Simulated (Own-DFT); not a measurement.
# Point defects and the pressure they add: C11b WSi2

Calculated, not measured: single-point runs of Own-DFT, a retired in-house plane-wave DFT program that no person has reviewed, on unrelaxed cells, without spin or spin-orbit coupling.

Method: PBE; PseudoDojo norm-conserving scalar-relativistic files; cutoff 50 hartree; 5 x 5 x 5 k mesh centred on Gamma; cold (Marzari-Vanderbilt) smearing of 0.2 eV.

Known weak points: forces on such cells failed a check on a denser k mesh; stress not checked against mesh or cutoff.

All runs share one cell, with vectors in Å (-2.148, -5.953, 3.409); (-6.444, 2.976, 1.136); (-2.553, -2.948, -6.757) and a volume of 403.2 Å³. The atoms are randomly displaced, by u rms on each axis. The defect's site can differ from row to row.

| cell | formula | u (Å) | P (GPa) |
|---|---|---|---|
| no defect | Si20W10 | 0.0194 | 4.29 |
| no defect | Si20W10 | 0.0197 | 4.29 |
| no defect | Si20W10 | 0.0499 | 6.13 |
| one Si on a W site | Si21W9 | 0.0274 | 5.88 |
| one Si on a W site | Si21W9 | 0.0281 | 6.14 |
| one Si on a W site | Si21W9 | 0.0460 | 6.60 |
| one Si vacancy | Si19W10 | 0.0304 | 3.43 |
| one Si vacancy | Si19W10 | 0.0438 | 4.24 |
| one Si vacancy | Si19W10 | 0.0584 | 5.18 |
| one W vacancy | Si20W9 | 0.0269 | 3.78 |
| one W vacancy | Si20W9 | 0.0479 | 4.92 |
| one W vacancy | Si20W9 | 0.0490 | 4.69 |
| one W on a Si site | Si19W11 | 0.0234 | ? |
| one W on a Si site | Si19W11 | 0.0304 | 9.98 |
| one W on a Si site | Si19W11 | 0.0515 | 11.58 |
| one W on a Si site | Si19W11 | 0.0535 | 11.44 |

## What the rows give

P = P0 + c u² + a shift for each defect gives P0 = 4.11 GPa, c = 727 ± 57 GPa/Å² and a scatter of 0.19 GPa. The shifts, and each times the cell's volume:

- one W on a Si site: 5.32 ± 0.17 GPa, 13.4 eV
- one Si on a W site: 1.21 ± 0.16 GPa, 3.0 eV
- one W vacancy: -0.97 ± 0.16 GPa, -2.4 eV
- one Si vacancy: -1.35 ± 0.17 GPa, -3.4 eV

Against the defect-free cell, a freed cell would be larger where the shift is positive and smaller where it is negative (160.2 GPa Å³ is 1 eV). The atoms around the defects weren't relaxed, which would change these numbers.

## Test on the hidden row

Asked: what pressure belongs in the blank (one W on a Si site, u = 0.0234 Å)?

From the fit: 9.84 ± 0.24 GPa. Computed: 9.54 GPa.
